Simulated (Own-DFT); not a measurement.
# Computed records: GaN (wurtzite, strained, atoms displaced), GaP (zincblende, atoms displaced), GaAs (zincblende with one plane slipped along a stacking-fault path, atoms displaced)

Computed with Own-DFT development build. A calculation, not a measurement: plane-wave PBE density functional theory by an unreviewed code, no spin, of a simulated periodic cell, stress positive in tension, free energy of the whole cell less one offset for each atom, forces on such cells passed a denser k mesh, this cell's mesh not checked; offsets are fitted by least squares, one for each functional and potential file, so energies compare only between cells with the same atoms and settings and are not formation energies; the far tail of each file's local potential was reset to the Coulomb form; each entry is a single point on an unrelaxed cell, so the pressure reflects the starting lattice, mostly measured values (interpolated for alloys), from which strain is counted, and rises with the displacements; printed positions are rounded, which can move forces by about a meV/angstrom; the program, named Own-DFT, is a retired in-house code; no spin-orbit coupling.

Settings shared by all entries: functional PBE.

(1) 
```cif
# cell vector a (Å): 12.7560 0.0000 0.0000
# cell vector b (Å): -4.7835 8.2853 0.0000
# cell vector c (Å): 0.0000 0.0000 10.6552
data_GaN
_symmetry_space_group_name_H-M 'P 1'
_symmetry_Int_Tables_number 1
_cell_length_a 12.7560
_cell_length_b 9.5670
_cell_length_c 10.6552
_cell_angle_alpha 90.000
_cell_angle_beta 90.000
_cell_angle_gamma 120.000
_cell_volume 1126.12
loop_
_atom_site_label
_atom_site_type_symbol
_atom_site_fract_x
_atom_site_fract_y
_atom_site_fract_z
_atom_site_occupancy
Ga1 Ga 0.07988 0.22799 0.00329 1
Ga2 Ga 0.16131 0.10619 0.23854 1
N1 N 0.08503 0.21939 0.20047 1
N2 N 0.16488 0.09912 0.44043 1
Ga3 Ga 0.08070 0.22069 0.49268 1
Ga4 Ga 0.16198 0.10832 0.73756 1
N3 N 0.08534 0.22201 0.68521 1
N4 N 0.17553 0.12252 0.93936 1
Ga5 Ga 0.07694 0.55106 0.00176 1
Ga6 Ga 0.16372 0.43353 0.24435 1
N5 N 0.07980 0.54886 0.19323 1
N6 N 0.17059 0.44806 0.44925 1
Ga7 Ga 0.07998 0.55309 0.49353 1
Ga8 Ga 0.16832 0.43984 0.75433 1
N7 N 0.07468 0.55212 0.68933 1
N8 N 0.16599 0.44660 0.93604 1
Ga9 Ga 0.08465 0.88738 0.00229 1
Ga10 Ga 0.17186 0.77884 0.25133 1
N9 N 0.07535 0.88967 0.18726 1
N10 N 0.16392 0.78818 0.44560 1
Ga11 Ga 0.08755 0.89793 0.49065 1
Ga12 Ga 0.17108 0.78545 0.75168 1
N11 N 0.08954 0.88705 0.69361 1
N12 N 0.17079 0.78125 0.93149 1
Ga13 Ga 0.33232 0.22346 0.99572 1
Ga14 Ga 0.41703 0.10923 0.25035 1
N13 N 0.33133 0.21886 0.19258 1
N14 N 0.42107 0.11567 0.43879 1
Ga15 Ga 0.33878 0.22739 0.50954 1
Ga16 Ga 0.42212 0.11508 0.74651 1
N15 N 0.33063 0.22237 0.69166 1
N16 N 0.41379 0.11147 0.93947 1
Ga17 Ga 0.33259 0.55187 0.99723 1
Ga18 Ga 0.40801 0.44525 0.24777 1
N17 N 0.34009 0.57166 0.19151 1
N18 N 0.41825 0.44696 0.43844 1
Ga19 Ga 0.33805 0.56282 0.50147 1
Ga20 Ga 0.41679 0.44608 0.74865 1
N19 N 0.34024 0.55964 0.68376 1
N20 N 0.41263 0.43467 0.94121 1
Ga21 Ga 0.33419 0.89066 0.00211 1
Ga22 Ga 0.41815 0.78187 0.24647 1
N21 N 0.34116 0.90110 0.19332 1
N22 N 0.41424 0.77284 0.44164 1
Ga23 Ga 0.34210 0.89538 0.49565 1
Ga24 Ga 0.41373 0.76793 0.75461 1
N23 N 0.32884 0.88826 0.68090 1
N24 N 0.41354 0.77438 0.92987 1
Ga25 Ga 0.57562 0.22387 0.00185 1
Ga26 Ga 0.66892 0.10991 0.24389 1
N25 N 0.58699 0.23265 0.18597 1
N26 N 0.66831 0.10678 0.44518 1
Ga27 Ga 0.58751 0.21891 0.48777 1
Ga28 Ga 0.66232 0.11406 0.74939 1
N27 N 0.59000 0.22921 0.68538 1
N28 N 0.66576 0.11418 0.93187 1
Ga29 Ga 0.58725 0.55909 0.00945 1
Ga30 Ga 0.66428 0.44171 0.24921 1
N29 N 0.57908 0.55417 0.18544 1
N30 N 0.66509 0.44866 0.43740 1
Ga31 Ga 0.58229 0.55615 0.50270 1
Ga32 Ga 0.66658 0.44800 0.75465 1
N31 N 0.59300 0.56942 0.67802 1
N32 N 0.67278 0.45508 0.94034 1
Ga33 Ga 0.58410 0.89236 0.00334 1
Ga34 Ga 0.66839 0.78345 0.24944 1
N33 N 0.58635 0.89753 0.18840 1
N34 N 0.66059 0.76275 0.44858 1
Ga35 Ga 0.58765 0.89112 0.50430 1
Ga36 Ga 0.67004 0.78330 0.74717 1
N35 N 0.58448 0.89072 0.68867 1
N36 N 0.67149 0.78500 0.93701 1
Ga37 Ga 0.83315 0.22134 0.00599 1
Ga38 Ga 0.90957 0.10700 0.25374 1
N37 N 0.83411 0.22441 0.19401 1
N38 N 0.90793 0.11105 0.43620 1
Ga39 Ga 0.83037 0.21717 0.50016 1
Ga40 Ga 0.90281 0.09667 0.74250 1
N39 N 0.81974 0.21471 0.69179 1
N40 N 0.91087 0.10644 0.93159 1
Ga41 Ga 0.83316 0.55787 0.99321 1
Ga42 Ga 0.91375 0.44111 0.24949 1
N41 N 0.83772 0.55961 0.18665 1
N42 N 0.91330 0.44491 0.44558 1
Ga43 Ga 0.83708 0.55124 0.49423 1
Ga44 Ga 0.91513 0.43842 0.74444 1
N43 N 0.84156 0.56523 0.68729 1
N44 N 0.91859 0.44634 0.94198 1
Ga45 Ga 0.82686 0.88244 0.00038 1
Ga46 Ga 0.92184 0.78887 0.25549 1
N45 N 0.82127 0.88207 0.19054 1
N46 N 0.91436 0.77462 0.43394 1
Ga47 Ga 0.83496 0.89557 0.49648 1
Ga48 Ga 0.91725 0.78001 0.75623 1
N47 N 0.83224 0.88443 0.68536 1
N48 N 0.91861 0.78051 0.93786 1
_calc_potential_files 'PseudoDojo norm-conserving, scalar-relativistic, standard set with the stringent files for Ga'
_calc_wave_cutoff 96  # hartree
_calc_occupations 'Gaussian'
_calc_smearing_width 0.01  # eV
_calc_k_mesh '3 x 4 x 3 centred on Gamma'
_calc_free_energy_of_cell_above_offsets '-4.261'  # eV
_calc_pressure 2.48  # GPa
_calc_stress_xx -4.87  # GPa
_calc_stress_yy -6.66  # GPa
_calc_stress_zz 4.07  # GPa
_calc_stress_yz -0.2  # GPa
_calc_stress_xz 0.06  # GPa
_calc_stress_xy 0.16  # GPa
```

Force:
```tsv
element	x (eV/Å)	y (eV/Å)	z (eV/Å)
Ga	0.815	-1.304	-0.937
Ga	2.118	0.047	1.865
N	-2.159	-0.418	-1.812
N	-0.552	4.236	-1.423
Ga	0.83	0.11	0.924
Ga	0.539	-0.273	1.697
N	-1.597	-0.241	-0.436
N	-2.413	-1.542	-0.275
Ga	0.907	1.223	-0.189
Ga	0.125	2.49	1.764
N	0.689	0.703	-0.549
N	-0.512	-0.55	-1.874
Ga	0.466	1.041	1.614
Ga	-1.042	0.566	-1.496
N	2.288	0.453	-0.383
N	-0.023	-0.068	0.979
Ga	-0.145	0.88	-0.889
Ga	-1.075	-0.085	0.754
N	2.179	-0.351	-0.705
N	2.598	-1.803	-1.964
Ga	-1.37	-2.762	2.58
Ga	0.122	-1.561	-0.713
N	-2.195	0.496	-1.127
N	-0.235	-0.506	2.056
Ga	0.54	-0.648	1.378
Ga	-0.355	2.311	0.851
N	-0.209	0.387	-0.802
N	-0.187	-0.123	-0.467
Ga	-0.536	-0.268	-1.26
Ga	-0.414	-0.608	0.079
N	0.989	0.419	-0.268
N	0.509	-0.158	-0.578
Ga	0.075	0.423	0.351
Ga	1.599	-0.433	0.871
N	-1.035	-2.192	-1.454
N	-0.527	-0.456	-0.25
Ga	0.084	-1.291	0.114
Ga	0.951	0.149	0.299
N	-0.888	-0.936	0.827
N	0.601	2.442	-0.81
Ga	-0.045	-0.195	-0.505
Ga	0.307	0.816	1.655
N	-0.531	-2.086	-1.306
N	0.684	1.681	-1.395
Ga	-1.345	-0.625	0.88
Ga	-0.278	1.784	-1.699
N	1.714	0.486	0.674
N	0.415	0.262	2.272
Ga	1.445	0.401	-0.485
Ga	-1.071	1.141	1.234
N	0.199	-1.987	0.046
N	-0.188	-0.048	-2.059
Ga	-0.779	1.397	1.454
Ga	-0.291	-1.087	0.529
N	-1.35	0.074	-0.345
N	-0.365	0.047	1.687
Ga	-0.724	0.023	-1.539
Ga	0.27	1.941	0.587
N	-0.06	0.426	1.155
N	1.034	-0.841	-0.506
Ga	0.329	-1.663	-0.455
Ga	0.635	0.707	-1.091
N	-0.679	-1.647	2.467
N	-1.303	-1.283	-0.458
Ga	-0.082	0.062	-1.286
Ga	-1.566	-2.189	1.6
N	-0.193	-1.135	-0.386
N	0.036	3.567	-2.221
Ga	-0.447	-1.338	0.216
Ga	-0.6	-0.343	0.404
N	-0.498	-0.118	0.217
N	-1.487	-1.26	-0.212
Ga	-0.455	0.104	-1.217
Ga	0.604	-0.159	-0.38
N	0.258	-0.497	-0.895
N	1.54	0.062	-0.162
Ga	-0.622	1.277	1.264
Ga	0.867	2.058	0.857
N	2.265	0.612	-1.278
N	0.463	0.356	1.126
Ga	1.131	0.228	1.425
Ga	-0.571	1.16	0.722
N	-0.655	0.027	0.017
N	1.667	-1.685	-1.885
Ga	-2.657	1.442	1.539
Ga	-0.718	0.35	0.88
N	-0.883	-1.125	0.036
N	-0.747	-0.927	-0.65
Ga	1.379	1.098	0.314
Ga	-1.371	-2.072	-0.537
N	2.469	1.719	-0.761
N	-0.032	0.943	0.71
Ga	0.159	-2.131	0.564
Ga	1.051	0.055	-1.057
N	0.403	0.108	-0.567
N	-0.29	0.228	0.46
```

(2) 
```cif
# cell vector a (Å): 10.9010 0.0000 0.0000
# cell vector b (Å): 0.0000 10.9010 0.0000
# cell vector c (Å): 0.0000 0.0000 10.9010
data_GaP
_symmetry_space_group_name_H-M 'P 1'
_symmetry_Int_Tables_number 1
_cell_length_a 10.9010
_cell_length_b 10.9010
_cell_length_c 10.9010
_cell_angle_alpha 90.000
_cell_angle_beta 90.000
_cell_angle_gamma 90.000
_cell_volume 1295.39
loop_
_atom_site_label
_atom_site_type_symbol
_atom_site_fract_x
_atom_site_fract_y
_atom_site_fract_z
_atom_site_occupancy
Ga1 Ga 0.99457 0.99713 0.01183 1
Ga2 Ga 0.98879 0.25847 0.24782 1
Ga3 Ga 0.25630 0.00145 0.25386 1
Ga4 Ga 0.25100 0.25193 0.00420 1
P1 P 0.12725 0.11735 0.11159 1
P2 P 0.12255 0.36222 0.37289 1
P3 P 0.37690 0.12873 0.36377 1
P4 P 0.36655 0.37605 0.12780 1
Ga5 Ga 0.00628 0.99141 0.49134 1
Ga6 Ga 0.98600 0.26064 0.76802 1
Ga7 Ga 0.22888 0.02415 0.77772 1
Ga8 Ga 0.24783 0.25466 0.49440 1
P5 P 0.14900 0.12938 0.63801 1
P6 P 0.13657 0.37679 0.86820 1
P7 P 0.36597 0.13458 0.86427 1
P8 P 0.37844 0.36976 0.61737 1
Ga9 Ga 0.97716 0.49539 0.00770 1
Ga10 Ga 0.00557 0.74751 0.26525 1
Ga11 Ga 0.24048 0.50090 0.23719 1
Ga12 Ga 0.24608 0.75009 0.01330 1
P9 P 0.12911 0.61002 0.14584 1
P10 P 0.12511 0.87307 0.36747 1
P11 P 0.38279 0.65127 0.35807 1
P12 P 0.37155 0.88441 0.13516 1
Ga13 Ga 0.00850 0.52298 0.50477 1
Ga14 Ga 0.99371 0.75093 0.75650 1
Ga15 Ga 0.26071 0.50844 0.74018 1
Ga16 Ga 0.26614 0.74846 0.51111 1
P13 P 0.13076 0.61957 0.63803 1
P14 P 0.12887 0.89031 0.85765 1
P15 P 0.36311 0.63218 0.88378 1
P16 P 0.36801 0.87837 0.63148 1
Ga17 Ga 0.50831 0.98205 0.99022 1
Ga18 Ga 0.49300 0.22901 0.25022 1
Ga19 Ga 0.74436 0.01127 0.24711 1
Ga20 Ga 0.76868 0.26379 0.97948 1
P17 P 0.61008 0.12993 0.12909 1
P18 P 0.61907 0.36862 0.38417 1
P19 P 0.87956 0.11019 0.37542 1
P20 P 0.85297 0.36921 0.11532 1
Ga21 Ga 0.50398 0.02132 0.50388 1
Ga22 Ga 0.50433 0.24961 0.74749 1
Ga23 Ga 0.75502 0.99830 0.74234 1
Ga24 Ga 0.75452 0.24081 0.47656 1
P21 P 0.62587 0.11595 0.62174 1
P22 P 0.61702 0.37032 0.84940 1
P23 P 0.86241 0.14570 0.86574 1
P24 P 0.87185 0.37610 0.63590 1
Ga25 Ga 0.49398 0.49285 0.02026 1
Ga26 Ga 0.49035 0.74443 0.25873 1
Ga27 Ga 0.75707 0.51450 0.23008 1
Ga28 Ga 0.75269 0.75104 0.00137 1
P25 P 0.63667 0.62548 0.11985 1
P26 P 0.62747 0.85884 0.37837 1
P27 P 0.86977 0.62945 0.38799 1
P28 P 0.87804 0.86136 0.12078 1
Ga29 Ga 0.51224 0.49364 0.49965 1
Ga30 Ga 0.49611 0.74657 0.75810 1
Ga31 Ga 0.75156 0.51351 0.75565 1
Ga32 Ga 0.75483 0.75762 0.50751 1
P29 P 0.62725 0.61560 0.62619 1
P30 P 0.62638 0.87111 0.87730 1
P31 P 0.85406 0.62089 0.89273 1
P32 P 0.87095 0.87757 0.61090 1
_calc_potential_files 'PseudoDojo norm-conserving, scalar-relativistic, standard set'
_calc_wave_cutoff 42  # hartree
_calc_occupations 'Fermi-Dirac'
_calc_smearing_width 0.1  # eV
_calc_hardware 'one NVIDIA H100'
_calc_k_mesh '3 x 3 x 3 centred on Gamma'
_calc_free_energy_of_cell_above_offsets '-19.650'  # eV
_calc_pressure 6.55  # GPa
_calc_stress_xx -6.71  # GPa
_calc_stress_yy -6.68  # GPa
_calc_stress_zz -6.27  # GPa
_calc_stress_yz -0.17  # GPa
_calc_stress_xz -0.46  # GPa
_calc_stress_xy -1.03  # GPa
_calc_wall_time 562.6  # s
```

Force:
```tsv
element	x (eV/Å)	y (eV/Å)	z (eV/Å)
Ga	-0.17	-0.165	-2.049
Ga	0.351	-1.464	-0.564
Ga	-1.563	0.425	-0.142
Ga	-0.28	0.064	-0.931
P	-0.082	1.144	1.966
P	-0.57	2.377	-0.165
P	-1.946	-1.227	3.172
P	0.659	-1.239	1.059
Ga	1.135	0.844	1.396
Ga	2.904	0.966	-2.076
Ga	2.966	-0.214	-2.111
Ga	0.729	-0.93	0.484
P	-3.737	1.288	-2.945
P	-1.218	0.621	1.018
P	2.663	0.142	2.228
P	0.027	0.997	0.057
Ga	2.754	0.086	-0.48
Ga	-0.992	-0.863	-1.101
Ga	3.762	-3.229	4.323
Ga	-0.586	0.729	-0.068
P	-4.904	4.224	-4.273
P	1.637	0.287	1.321
P	-5.708	-7.275	5.746
P	1.199	-1.484	-1.669
Ga	-0.666	-2.613	-0.085
Ga	-0.051	0.041	-0.246
Ga	0.787	-1.722	1.276
Ga	-1.136	0.049	-0.685
P	-0.604	2.173	-1.125
P	-3.268	-4.057	3.889
P	1.24	-0.91	0.238
P	1.063	1.35	0.796
Ga	-2.082	2.479	1.561
Ga	0.7	4.036	-0.423
Ga	-0.392	-1.796	-0.06
Ga	-5.21	0.071	0.115
P	2.442	-1.234	-2.781
P	0.938	-0.35	-2.923
P	0.288	1.136	-1.062
P	2.094	0.867	2.804
Ga	-1.756	-3.249	-1.516
Ga	-1.396	-1.695	-1.731
Ga	-0.571	0.093	0.541
Ga	-0.107	0.561	2.343
P	1.509	2.136	0.983
P	1.441	2.233	3.525
P	1.215	-5.298	0.022
P	0.165	0.665	-1.692
Ga	0.885	0.638	-2.335
Ga	5.969	4.86	-5.327
Ga	0.02	-1.25	2.932
Ga	-1.251	1.24	0.313
P	-2.875	0.931	-0.034
P	-0.465	2.245	-0.588
P	0.489	-0.458	-1.4
P	0.028	1.101	1.488
Ga	-1.556	1.063	0.166
Ga	-0.177	0.032	-0.997
Ga	-0.559	-1.893	-1.035
Ga	-2.115	-1.706	-0.509
P	-0.209	1.926	0.148
P	1.576	-0.689	-1.52
P	2.659	0.409	-1.559
P	1.912	0.485	2.299
```

(3) 
```cif
# cell vector a (Å): 5.6533 -5.6533 0.0000
# cell vector b (Å): 0.0000 5.6533 -5.6533
# cell vector c (Å): 12.0604 12.0604 9.7991
data_GaAs
_symmetry_space_group_name_H-M 'P 1'
_symmetry_Int_Tables_number 1
_cell_length_a 7.9950
_cell_length_b 7.9950
_cell_length_c 19.6705
_cell_angle_alpha 85.337
_cell_angle_beta 90.000
_cell_angle_gamma 120.000
_cell_volume 1084.07
loop_
_atom_site_label
_atom_site_type_symbol
_atom_site_fract_x
_atom_site_fract_y
_atom_site_fract_z
_atom_site_occupancy
Ga1 Ga 0.99785 0.99453 0.99879 1
As1 As 0.98333 0.96538 0.12420 1
Ga2 Ga 0.13781 0.28567 0.16505 1
As2 As 0.12546 0.24778 0.29339 1
Ga3 Ga 0.28553 0.07867 0.33320 1
As3 As 0.28240 0.04914 0.45970 1
Ga4 Ga 0.06725 0.13274 0.50281 1
As4 As 0.05302 0.10384 0.62655 1
Ga5 Ga 0.21181 0.42571 0.66620 1
As5 As 0.19207 0.38859 0.79262 1
Ga6 Ga 0.35702 0.21358 0.83303 1
As6 As 0.34018 0.17925 0.95865 1
Ga7 Ga 0.00830 0.50392 0.00013 1
As7 As 0.98151 0.46466 0.12724 1
Ga8 Ga 0.13929 0.78991 0.16577 1
As8 As 0.12717 0.75901 0.29131 1
Ga9 Ga 0.29052 0.57908 0.33307 1
As9 As 0.27163 0.54453 0.45841 1
Ga10 Ga 0.07281 0.63451 0.50034 1
As10 As 0.04569 0.59998 0.62253 1
Ga11 Ga 0.21086 0.92526 0.66721 1
As11 As 0.19664 0.88620 0.79100 1
Ga12 Ga 0.36064 0.71463 0.83157 1
As12 As 0.34638 0.68508 0.96032 1
Ga13 Ga 0.49927 0.00403 0.99947 1
As13 As 0.48126 0.96620 0.12400 1
Ga14 Ga 0.64163 0.28999 0.16915 1
As14 As 0.62304 0.25616 0.29360 1
Ga15 Ga 0.79336 0.08124 0.33157 1
As15 As 0.76760 0.03434 0.45976 1
Ga16 Ga 0.56342 0.13028 0.49990 1
As16 As 0.55124 0.09720 0.62437 1
Ga17 Ga 0.71066 0.42598 0.67054 1
As17 As 0.68681 0.38621 0.79288 1
Ga18 Ga 0.85856 0.21087 0.83190 1
As18 As 0.84471 0.17454 0.95894 1
Ga19 Ga 0.49480 0.49040 0.00069 1
As19 As 0.48478 0.46732 0.12384 1
Ga20 Ga 0.64979 0.79931 0.16793 1
As20 As 0.63186 0.75823 0.29375 1
Ga21 Ga 0.79230 0.58449 0.33393 1
As21 As 0.76790 0.55123 0.45613 1
Ga22 Ga 0.56648 0.63288 0.50110 1
As22 As 0.55516 0.60156 0.62460 1
Ga23 Ga 0.71166 0.92472 0.66612 1
As23 As 0.68668 0.88018 0.79275 1
Ga24 Ga 0.85629 0.70813 0.83278 1
As24 As 0.83473 0.67549 0.96208 1
_calc_potential_files 'PseudoDojo norm-conserving, scalar-relativistic, standard set'
_calc_wave_cutoff 42  # hartree
_calc_occupations 'Fermi-Dirac'
_calc_smearing_width 0.1  # eV
_calc_k_mesh '4 x 4 x 2 centred on Gamma'
_calc_free_energy_of_cell_above_offsets '-16.611'  # eV
_calc_pressure 4.45  # GPa
_calc_stress_xx -5.39  # GPa
_calc_stress_yy -5.53  # GPa
_calc_stress_zz -2.43  # GPa
_calc_stress_yz -0.07  # GPa
_calc_stress_xz -0.16  # GPa
_calc_stress_xy 0.95  # GPa
```

Force:
```tsv
element	x (eV/Å)	y (eV/Å)	z (eV/Å)
Ga	0.408	0.13	-0.039
As	-0.19	0.095	-0.248
Ga	0.729	-0.117	0.07
As	-0.164	0.036	-1.08
Ga	0.457	-0.095	0.452
As	-3.153	-0.494	1.069
Ga	1.038	0.885	-1.175
As	-0.024	0.154	0.12
Ga	0.185	0.142	-0.168
As	0.036	-0.336	-0.352
Ga	-0.388	0.229	0.475
As	-0.557	-0.235	0.149
Ga	-0.146	0.147	0.283
As	-0.35	0.015	-0.254
Ga	0.418	-0.269	0.204
As	0.082	-0.335	0.11
Ga	-0.198	0.012	0.04
As	-1.219	-1.922	1.207
Ga	-0.027	2.037	-1.264
As	0.626	0.458	0.299
Ga	-0.066	-0.472	0.063
As	-0.001	0.431	-0.111
Ga	-0.082	0.634	0.837
As	-0.489	-0.55	0.008
Ga	0.527	-0.2	-0.077
As	0.183	0.354	-0.058
Ga	-0.217	-0.237	0.074
As	0.255	-0.206	-0.192
Ga	-0.012	0.686	0.361
As	-1.239	-1.427	0.804
Ga	2.771	0.68	-1.182
As	0.149	0.678	-0.285
Ga	-0.423	-0.717	0.015
As	0.643	-0.42	0.012
Ga	-0.226	0.396	0.458
As	-0.38	0.432	-0.489
Ga	0.216	0.403	-0.486
As	0.205	0.67	0.139
Ga	-0.399	-0.194	0.474
As	-0.561	-0.094	-0.232
Ga	-0.196	-0.31	0.145
As	0.111	-2.218	1.312
Ga	1.053	1.792	-1.171
As	-0.077	0.433	0.143
Ga	0.189	-0.034	0.276
As	0.547	-0.566	-0.846
Ga	0.359	0.423	0.185
As	-0.404	-0.906	-0.078
```
